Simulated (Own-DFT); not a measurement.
## Calculated data, AlGa$_{3}$N$_{4}$ (wurtzite random alloy, strained, atoms displaced)

A calculation, not a measurement: plane-wave PBE density functional theory by an unreviewed code, no spin, of a simulated periodic cell, stress positive in tension, free energy of the whole cell less one offset for each atom, forces on such cells passed a denser k mesh, this cell's mesh not checked; offsets are fitted by least squares, one for each functional and potential file, so energies compare only between cells with the same atoms and settings and are not formation energies; the far tail of each file's local potential was reset to the Coulomb form; each entry is a single point on an unrelaxed cell, so the pressure reflects the starting lattice, mostly measured values, from which strain is counted, and rises with the displacements; printed positions are rounded, which can move forces by about a meV/angstrom; the program is a retired in-house code; no spin-orbit coupling. Program: Own-DFT development build.

Settings shared by all entries: functional PBE; k mesh 4 x 4 x 3 centred on Gamma.

(1) 
```xyz
72
Lattice="9.4617 0.0000 0.0000 -4.7309 8.1941 0.0000 0.0000 0.0000 10.2685" Properties=species:S:1:pos:R:3:force_x:R:1:force_y:R:1:force_z:R:1 formula=AlGa3N4 potential_files=PseudoDojo_norm-conserving,scalar-relativistic,standard_set wave_cutoff=42 occupations=Fermi-Dirac smearing_width=0.1 free_energy_of_cell_above_offsets=8.862 pressure=10.22 stress_xx=-12.52 stress_yy=-11.28 stress_zz=-6.86 stress_yz=0.85 stress_xz=-0.1 stress_xy=-0.33
Ga    -0.0468     1.7981    10.2594      0.983      0.637     -0.481
Al     1.5939     0.8800     2.5748     -0.188      0.069     -0.345
N     -0.0102     1.8223     1.8755       0.77     -0.398      2.202
N      1.6076     0.8533     4.6191     -0.785      1.756     -2.874
Ga    -0.0085     1.8002     5.0846      0.025     -0.325      0.486
Ga     1.4258     0.8757     7.7025      3.351     -1.264      0.617
N      0.0103     1.7480     7.0849      1.365       3.71      -2.79
N      1.5298     0.8870     9.5887      1.239     -0.086      1.718
Ga    -1.5744     4.5281    10.2301     -1.014      1.484      1.049
Ga     0.0106     3.6983     2.5998      0.225      -0.95     -1.638
N     -1.5791     4.5459     1.9874     -0.311      0.098      -0.75
N     -0.0546     3.5856     4.4559      0.459      1.056      1.694
Ga    -1.6555     4.6273     5.0652      0.874     -0.674      1.162
Ga     0.0592     3.6572     7.6341     -1.832      -0.69      1.392
N     -1.5670     4.5541     7.1117      0.474      1.419     -1.404
N     -0.1311     3.6488     9.6162      3.105     -1.079     -0.691
Al    -3.1725     7.2807     0.0522     -0.238      0.259     -1.078
Ga    -1.5601     6.3637     2.5975      0.225      0.467     -0.529
N     -3.1637     7.2130     1.9394     -0.204      1.351      0.317
N     -1.5161     6.4844     4.5516     -3.019     -2.577     -1.707
Ga    -3.1769     7.2929     5.0941      0.115     -1.254       1.05
Al    -1.5704     6.4267     7.6501     -0.389     -0.787      0.966
N     -3.1304     7.2561     7.0243     -0.791     -0.777      0.922
N     -1.6258     6.4107     9.6725     -1.217      -0.52     -1.505
Al     3.1908     1.8955    10.2014     -0.742     -2.434       0.78
Ga     4.8767     0.9185     2.5320     -4.781     -1.449       1.41
N      3.1409     1.7496     1.9211      0.105      1.443      0.169
N      4.7126     0.8582     4.5259      0.301       1.91     -0.544
Ga     3.1251     1.8356     5.1623      1.008     -1.194      0.913
Ga     4.7345     0.8168     7.6281      0.424      2.527      1.613
N      3.1289     1.8511     7.1736     -0.136     -0.844      -1.49
N      4.7190     0.8998     9.6718      0.014      0.552     -0.635
Ga     1.6132     4.4998    10.2433     -1.209     -0.626      0.527
Al     3.1441     3.6286     2.6512     -0.205     -0.592     -2.584
N      1.6151     4.5156     1.9351      0.514       0.43      0.553
N      3.1022     3.6113     4.4840      2.065       0.19     -0.028
Ga     1.6160     4.4664     5.1145     -2.263      2.062      0.545
Ga     3.1093     3.6482     7.6664      1.713       0.12      1.228
N      1.5750     4.5597     7.1433      0.398     -0.174     -2.389
N      3.1914     3.6090     9.6439      0.093      0.549     -0.266
Ga    -0.0780     7.2557    10.2106      1.641      0.284      0.659
Ga     1.4892     6.4638     2.5393      3.108     -2.054      0.491
N      0.0298     7.2933     1.9521     -2.255      0.287     -1.125
N      1.6090     6.3823     4.4942     -0.577     -0.911      0.243
Ga    -0.0449     7.2791     5.0699      3.207      0.573      1.605
Ga     1.6378     6.3624     7.6504     -1.464      1.001      0.641
N     -0.0748     7.3110     7.0184      0.807      -2.15      0.112
N      1.5285     6.2302     9.5729      0.188      2.201      0.526
Ga     6.3541     1.8409     0.0069     -0.288     -0.941     -0.735
Al     7.9298     0.9902     2.5402     -0.338     -1.632      -0.14
N      6.2897     1.7137     1.9699      3.956      3.408     -1.217
N      7.8769     0.8684     4.4776      0.634      0.648     -1.119
Ga     6.3390     1.7911     5.0962     -0.819       0.27       0.72
Ga     7.9599     1.0556     7.5396     -2.458     -3.809      3.247
N      6.3939     1.8092     7.0988     -2.683      1.427     -1.422
N      7.9413     0.9095     9.5863     -1.592     -0.613     -0.353
Ga     4.7188     4.6035     0.0760      0.408     -1.519     -1.549
Ga     6.2208     3.7295     2.5674       2.43     -2.184     -0.882
N      4.7755     4.6055     1.9484     -2.819     -0.906      0.777
N      6.3061     3.6307     4.4051       -1.6      0.551      2.323
Al     4.6459     4.5485     5.0698      1.459      0.231      0.928
Ga     6.3149     3.7266     7.6998     -0.265     -1.488     -0.202
N      4.7509     4.6533     7.0684     -0.862     -3.126     -2.396
N      6.3383     3.6370     9.5933     -1.267      0.306      1.248
Ga     3.1331     7.2707     0.0080     -0.475      0.062     -1.177
Al     4.7861     6.3110     2.5263     -1.621       2.22      0.552
N      3.1559     7.2879     1.8969      0.934      0.405      1.615
N      4.7288     6.3639     4.4733       0.28     -1.373     -1.021
Ga     3.1913     7.2836     5.1121     -0.702     -0.454      0.828
Al     4.7788     6.2649     7.6687     -0.578      4.094      1.541
N      3.1498     7.2743     7.1171      2.073      0.276     -0.977
N      4.7192     6.3189     9.6733      1.019       1.52     -1.328
```

Units: wave_cutoff in hartree; smearing_width, free_energy_of_cell_above_offsets in eV; pressure, stress_xx, stress_yy, stress_zz, stress_yz, stress_xz, stress_xy in GPa; force_x, force_y, force_z in eV/Å.

(2) 
```xyz
72
Lattice="9.4617 0.0000 0.0000 -4.7309 8.1941 0.0000 0.0000 0.0000 10.2685" Properties=species:S:1:pos:R:3:force_x:R:1:force_y:R:1:force_z:R:1 formula=AlGa3N4 potential_files=PseudoDojo_norm-conserving,scalar-relativistic,standard_set wave_cutoff=42 occupations=Fermi-Dirac smearing_width=0.1 free_energy_of_cell_above_offsets=8.450 pressure=9.92 stress_xx=-10.67 stress_yy=-10.96 stress_zz=-8.14 stress_yz=-0.55 stress_xz=-0.01 stress_xy=-1.12
Ga    -0.0176     1.7846     0.0329      1.449      0.829     -1.032
Ga     1.5762     0.8904     2.6077     -0.854      0.717       0.03
N      0.0368     1.9109     1.8890     -1.287     -2.387      1.992
N      1.6170     0.9399     4.6088     -1.829     -0.063     -1.024
Al    -0.0135     1.9062     5.1873      0.494     -1.725     -0.701
Ga     1.5816     0.9240     7.5286     -0.074      0.096      2.512
N     -0.0109     1.8628     7.0635     -0.645      0.168     -1.198
N      1.5719     0.9159     9.6256      0.291     -1.872      -0.29
Ga    -1.6566     4.5443    10.2679      1.938      -1.28      0.675
Ga     0.0591     3.6298     2.5873     -0.276      0.983      -1.08
N     -1.5691     4.5415     1.9626      0.594      1.789      0.244
N      0.0930     3.6003     4.4717     -2.605      0.235      1.291
Al    -1.5480     4.5370     5.1361     -0.093      0.438      0.241
Ga    -0.0483     3.6977     7.6928      0.683      -0.99      0.891
N     -1.5944     4.5944     7.1551      0.028      -1.42     -3.352
N     -0.0321     3.5896     9.5858      0.911      1.171      1.332
Al    -3.1486     7.1918     0.0544     -0.096      1.152     -2.306
Al    -1.6695     6.4284     2.5533      0.875     -1.654       0.11
N     -3.2218     7.2555     1.9141      2.442      0.781     -0.307
N     -1.6651     6.3830     4.5182      1.567     -1.686     -1.483
Ga    -3.1300     7.2721     5.1452     -1.658      0.663      0.392
Ga    -1.5223     6.3130     7.6950     -1.131      2.241      0.741
N     -3.1723     7.3015     7.0516      1.351     -0.611      -0.11
N     -1.5563     6.2515     9.6111     -0.608      3.041      0.957
Ga     3.1872     1.7248    10.2632     -3.029      2.082      0.118
Al     4.6890     0.7690     2.5016      0.522      3.239      0.889
N      3.0668     1.8170     1.9181      2.045      -1.93      0.543
N      4.8141     0.8652     4.5175     -0.882      1.079     -1.476
Ga     3.1893     1.7908     5.1359       1.07      0.952     -0.081
Al     4.7474     0.8392     7.5848     -0.789      1.685      1.636
N      3.1748     1.8439     7.0632      0.971     -1.376      0.137
N      4.7137     0.9989     9.7539       1.42     -3.216     -3.062
Al     1.5630     4.5522    10.2400     -0.278     -0.931      0.636
Ga     3.2009     3.5680     2.5376     -0.355      0.963      0.921
N      1.6234     4.5154     1.9718     -0.292      1.211     -1.187
N      3.3422     3.5823     4.4881     -3.062      0.172     -0.352
Ga     1.4969     4.5646     5.1494      2.847      0.605     -0.123
Ga     3.0915     3.6063     7.7521      1.203      0.735     -1.187
N      1.5469     4.5477     7.0815      0.157      0.348     -0.515
N      3.1564     3.6628     9.5942     -0.556      0.041      2.288
Ga     0.0365     7.2736     0.0470     -1.094     -0.052     -1.464
Ga     1.5402     6.4107     2.6645       0.98     -1.162     -2.262
N     -0.0479     7.2588     1.9131     -1.032     -0.597      1.447
N      1.4453     6.4588     4.4998      2.224     -1.469      1.351
Ga    -0.0815     7.3106     5.0523     -0.239     -0.371      1.825
Ga     1.5509     6.3767     7.6691      1.724     -0.305      0.926
N      0.0394     7.2694     7.1345     -1.236      0.771     -1.411
N      1.5545     6.3578     9.6877      0.313       -0.6     -0.856
Ga     6.3258     1.7232    10.1930       1.21       1.58      1.625
Al     7.8580     0.9909     2.6284      0.723     -0.859     -2.787
N      6.2979     1.7991     2.0079     -0.531     -1.121     -0.554
N      7.9103     0.8997     4.4087      1.075      1.841      1.988
Ga     6.3636     1.8434     5.1385      -0.55     -0.063     -0.039
Ga     7.8653     0.9290     7.6956      0.553      0.406      0.463
N      6.2595     1.8558     7.1284      0.187     -2.202     -1.035
N      7.9673     0.8896     9.6349     -1.649     -0.527     -0.441
Al     4.6687     4.4917     0.0481      1.147       0.59     -1.051
Ga     6.3642     3.6414     2.5265      -1.25     -0.336      0.859
N      4.7182     4.5324     1.9560      0.927      0.591      -1.01
N      6.3651     3.6769     4.5772       0.94     -0.097     -0.817
Ga     4.7482     4.5733     5.0811      0.661      0.437      1.609
Ga     6.3543     3.5876     7.7131     -1.463      1.815      0.575
N      4.7279     4.4868     7.0941      0.003      1.052     -0.533
N      6.3685     3.5921     9.6399     -2.526     -0.212      0.492
Ga     3.1511     7.2651    10.2237      0.715      -0.42      0.696
Ga     4.7471     6.4598     2.5560      -1.86     -2.198      0.133
N      3.1586     7.2557     1.9377     -0.844      1.934      0.257
N      4.7042     6.4248     4.4626      0.819     -0.509      0.432
Ga     3.2129     7.3551     5.0762     -1.449     -0.971      1.362
Ga     4.7659     6.4051     7.6664      -0.43     -1.601      0.618
N      3.1908     7.3428     7.1237     -0.884     -0.903     -1.508
N      4.7604     6.3444     9.6024      0.375     -0.718        1.4
```

Units: wave_cutoff in hartree; smearing_width, free_energy_of_cell_above_offsets in eV; pressure, stress_xx, stress_yy, stress_zz, stress_yz, stress_xz, stress_xy in GPa; force_x, force_y, force_z in eV/Å.

(3) 
```xyz
72
Lattice="9.5092 0.0000 0.0000 -4.7546 8.2353 0.0000 0.0000 0.0000 10.3455" Properties=species:S:1:pos:R:3:force_x:R:1:force_y:R:1:force_z:R:1 formula=AlGa3N4 potential_files=PseudoDojo_norm-conserving,scalar-relativistic,standard_set_with_the_stringent_files_for_Ga wave_cutoff=96 occupations=Gaussian smearing_width=0.01 free_energy_of_cell_above_offsets=-9.949 pressure=5.19 stress_xx=-6.43 stress_yy=-5.38 stress_zz=-3.77 stress_yz=-0.33 stress_xz=0.22 stress_xy=0.37
Al     0.1022     1.8901    10.3338     -1.191     -1.242     -0.204
Al     1.6643     0.9528     2.5935     -1.419     -0.671      0.135
N      0.0074     1.8051     1.9312      1.028      0.945     -0.312
N      1.5964     0.9139     4.5451      0.864      0.582     -1.169
Ga    -0.0158     1.7832     5.1305      1.429      1.983      1.235
Ga     1.6115     1.0109     7.7807     -1.115     -1.302     -0.593
N      0.0369     1.8692     7.1880     -0.929     -0.158     -1.204
N      1.6228     0.8725     9.6423     -0.579       1.61      1.814
Ga    -1.6001     4.5319    10.3359      0.231      1.617     -0.064
Al    -0.0695     3.6455     2.4894      2.291      0.114      1.581
N     -1.5828     4.5754     1.9365      -0.22     -0.888      0.361
N      0.0023     3.7046     4.5793     -1.893     -0.197     -1.598
Al    -1.6792     4.6301     5.1520      1.707     -0.721      0.319
Ga     0.0376     3.6612     7.8058     -0.214      0.529     -1.675
N     -1.5323     4.6143     7.1037     -0.731      -0.09     -0.612
N     -0.0485     3.6954     9.6713      0.901     -1.094      1.419
Ga    -3.2379     7.3414     0.0160      0.814      0.408      0.388
Ga    -1.6473     6.3561     2.5753      0.892       1.59      0.329
N     -3.1800     7.3301     1.9592     -0.607      0.642      0.622
N     -1.6888     6.4509     4.5797      1.745     -0.955     -0.488
Ga    -3.2337     7.3539     5.1790     -0.292       0.09      0.318
Ga    -1.5892     6.4502     7.7815     -1.937     -0.472      0.443
N     -3.2382     7.4475     7.1011       0.89      -1.43      0.552
N     -1.7094     6.4080     9.7694      1.844     -0.232     -0.676
Ga     3.2381     1.8241    10.2604     -1.262     -0.149      1.235
Ga     4.8162     0.9680     2.6523     -0.934      -0.43     -1.757
N      3.1302     1.8362     1.9054       1.27     -0.349      0.405
N      4.7826     0.9860     4.5803      0.514     -2.211     -1.188
Ga     3.2910     1.7586     5.2005     -3.651      2.105      0.419
Ga     4.7248     0.8829     7.7517      0.622      0.761      0.624
N      3.1478     1.8387     7.1453      1.659      1.395      -0.06
N      4.7778     0.9017     9.7181      0.727       1.41     -0.673
Ga     1.5903     4.5780    10.2735     -0.867      0.648      2.068
Ga     3.2381     3.6198     2.6614     -1.569      0.527     -1.667
N      1.6207     4.5925     1.9946     -1.341     -0.821     -0.526
N      3.1764     3.6541     4.4963      1.165     -0.264       2.36
Ga     1.5822     4.5344     5.1966      0.186      0.301     -0.753
Al     3.2490     3.6534     7.8387     -1.105      0.534     -1.451
N      1.5551     4.6339     7.0820       1.59     -1.267      1.442
N      3.0953     3.6603     9.7255      2.152     -0.287      -1.32
Ga    -0.0292     7.3895    10.3062     -0.022     -2.075      0.809
Ga     1.5545     6.4163     2.6588      0.512     -0.316     -1.608
N      0.0123     7.3681     1.9283     -0.383     -0.019      0.854
N      1.6237     6.4672     4.5450     -0.717     -0.228      1.028
Ga     0.0218     7.3680     5.1991     -0.749     -1.349      0.129
Ga     1.5811     6.4291     7.7050      0.666     -0.099      0.979
N     -0.0462     7.3077     7.2265      0.799      0.637     -1.801
N      1.5687     6.3817     9.7108     -0.103        0.8     -0.554
Ga     6.3583     1.8993     0.0882      0.453     -1.366     -2.818
Ga     7.8921     0.9372     2.5648      1.753     -1.016      0.133
N      6.4368     1.9033     1.8976     -1.673      0.332      2.649
N      8.0192     0.8829     4.5373     -2.415     -1.163     -0.348
Ga     6.3242     1.7642     5.1436      2.657      0.799      0.849
Ga     7.8795     0.9506     7.7036      3.222      -1.66      2.193
N      6.4053     1.7153     7.0980     -3.022      2.197     -0.735
N      7.9434     0.9598     9.7491      0.644      0.042     -0.164
Ga     4.8211     4.5497     0.0523     -1.915      1.024     -0.016
Al     6.4183     3.6558     2.5438      -1.58      0.767      0.871
N      4.6882     4.6148     1.9680      2.559     -0.224      0.443
N      6.3290     3.5832     4.5386      0.471      1.268     -0.861
Al     4.8133     4.5121     5.1732     -1.298      0.753     -0.805
Ga     6.4368     3.6347     7.6917     -0.902       0.07      0.582
N      4.7398     4.5598     7.0507      0.369     -1.112      0.801
N      6.3265     3.7043     9.7690      0.284       -1.3     -1.705
Ga     3.1861     7.2623     0.0039     -0.268      1.078      0.007
Al     4.7589     6.4313     2.5537     -0.025     -0.203      1.065
N      3.2205     7.3246     1.9873     -0.513     -0.168     -0.083
N      4.7609     6.3564     4.5683     -0.933     -0.489     -0.954
Al     3.1585     7.2806     5.1410      1.468      0.284      0.751
Ga     4.7756     6.3612     7.7473      0.146      0.973       0.14
N      3.2060     7.3172     7.1370     -0.547      0.062     -1.306
N      4.8161     6.3914     9.7276     -1.602      -0.86     -0.607
```

Units: wave_cutoff in hartree; smearing_width, free_energy_of_cell_above_offsets in eV; pressure, stress_xx, stress_yy, stress_zz, stress_yz, stress_xz, stress_xy in GPa; force_x, force_y, force_z in eV/Å.
